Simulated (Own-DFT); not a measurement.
# A layer strained by its substrate: grey tin, 64 atoms (Sn64)

No measurement is shown. These are fixed-geometry runs of a retired plane-wave code named Own-DFT, which no person has reviewed; spin and spin-orbit coupling are neglected.

Common settings: PBE; PseudoDojo norm-conserving scalar-relativistic files; cutoff 42 hartree; 3 x 3 x 3 k mesh centred on Gamma; cold (Marzari-Vanderbilt) smearing of 0.2 eV.

Caveats: forces on such cells moved up to 12 meV/angstrom on a denser k mesh; stress not checked against mesh or cutoff.

Unstrained cell vectors in Å: (12.978, 0.000, 0.000); (0.000, 12.978, 0.000); (0.000, 0.000, 12.978). The unstrained cell has measured lattice constants (interpolated for alloys), not those of this functional. That, the random moves and any unrelaxed bonds set the pressure at no strain. Each run strains x and y alike by e, as a substrate would, and holds the height along z. Each atom got a random Gaussian move of width 0.05 Å along each axis. Stress is positive in tension.

| e (%) | u (Å) | (s_xx + s_yy)/2 (GPa) | s_zz (GPa) |
|---|---|---|---|
| -2.50 | 0.046 | -6.81 | -6.06 |
| -2.50 | 0.053 | -6.89 | -6.08 |
| -2.00 | 0.048 | -6.10 | -5.50 |
| -2.00 | 0.051 | -6.14 | -5.53 |
| -1.50 | 0.052 | -5.56 | -5.15 |
| -1.50 | 0.049 | -5.50 | -5.06 |
| -1.00 | 0.048 | ? | ? |
| -0.50 | 0.049 | -4.21 | -4.11 |
| -0.50 | 0.053 | -4.23 | -4.09 |
| 0.25 | 0.047 | -3.32 | -3.38 |
| 0.25 | 0.046 | -3.31 | -3.38 |

## Analysis

With e as a fraction, the in-plane stress is -3.6 + 121 e - 319 e² GPa (errors 4 and 170, scatter 0.04), and s_zz is -3.6 + 96 e - 47 e² GPa (slope ± 4, scatter 0.04). At e = 0 the first slope is C11 + C12 and the second 2 C12, both with the ions held to the strained lattice and at the cell's own pressure. A free layer would change its height as e changes, and the in-plane slope would drop by 2 C12²/C11 to the biaxial modulus. At fixed height, a misfit of 1 % moves the in-plane stress by about 1.2 GPa and s_zz by 1.0 GPa.

## Check

Question: what are the two stresses at e = -1.00 %?

The fitted form gives -4.9 and -4.6 GPa. DFT gave -4.83 and -4.48 GPa.
